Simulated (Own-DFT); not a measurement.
# Shaking the atoms of grey tin, 64 atoms (Sn64)

All numbers below are calculated, not measured. The program, named Own-DFT, is a retired in-house plane-wave density functional code that no person has reviewed. Each row is one single-point run on a periodic cell that was not relaxed, without spin or spin-orbit coupling.

Settings of every run: PBE; PseudoDojo norm-conserving scalar-relativistic files; cutoff 42 hartree; 3 x 3 x 3 k mesh centred on Gamma; cold (Marzari-Vanderbilt) smearing of 0.2 eV.

Known limits: forces on such cells moved up to 12 meV/angstrom on a denser k mesh; stress not checked against mesh or cutoff.

Cell vectors in Å: (12.978, 0.000, 0.000); (0.000, 12.978, 0.000); (0.000, 0.000, 12.978). In each run every atom was moved at random and independently from its ideal site; u is the rms move along one axis. E is the free energy for each atom above the fitted value at u = 0, and F the rms of the force components.

| run | u (Å) | E (meV/atom) | F (eV/Å) | largest force (eV/Å) | P (GPa) |
|---|---|---|---|---|---|
| 1 | 0.0188 | 4.2 | 0.229 | 0.79 | 3.39 |
| 2 | 0.0199 | 4.0 | 0.218 | 0.67 | 3.38 |
| 3 | 0.0478 | 29.8 | 0.539 | 1.85 | 3.63 |
| 4 | 0.0488 | ? | ? | ? | ? |
| 5 | 0.0971 | 110.8 | 1.044 | 3.69 | 4.36 |
| 6 | 0.0986 | 119.4 | 1.102 | 3.75 | 4.48 |
| 7 | 0.1006 | 94.4 | 0.911 | 3.22 | 4.15 |
| 8 | 0.1504 | 335.5 | 2.420 | 14.00 | 6.56 |

## Worked fit

For small independent moves the energy grows as E = (3/2) K u², with K the mean stiffness felt by one atom. The runs with u up to 0.11 Å give K = 7.6 ± 0.5 eV/Å², with residuals divided by u² + 0.0006 Å², since the noise grows with the moves. The scatter is 4.0 meV/atom at u = 0.05 Å. The forces follow F = G u with G = 10.9 eV/Å²; no force at u = 0 is resolved. G exceeds K because the moves of its neighbours add to the force on an atom, and stiffness differs between atoms. At u = 0.150 Å the parabola gives 259 meV/atom and the run 335. The pressure follows P = 3.37 + 98 u² GPa: at fixed volume, shortened bonds push harder than stretched ones pull.

## Withheld run

Question: what energy and rms force should run 4 give?

The fit gives 27 ± 4 meV/atom and about 0.53 eV/Å. The calculation gave 32.4 meV/atom and 0.577 eV/Å.
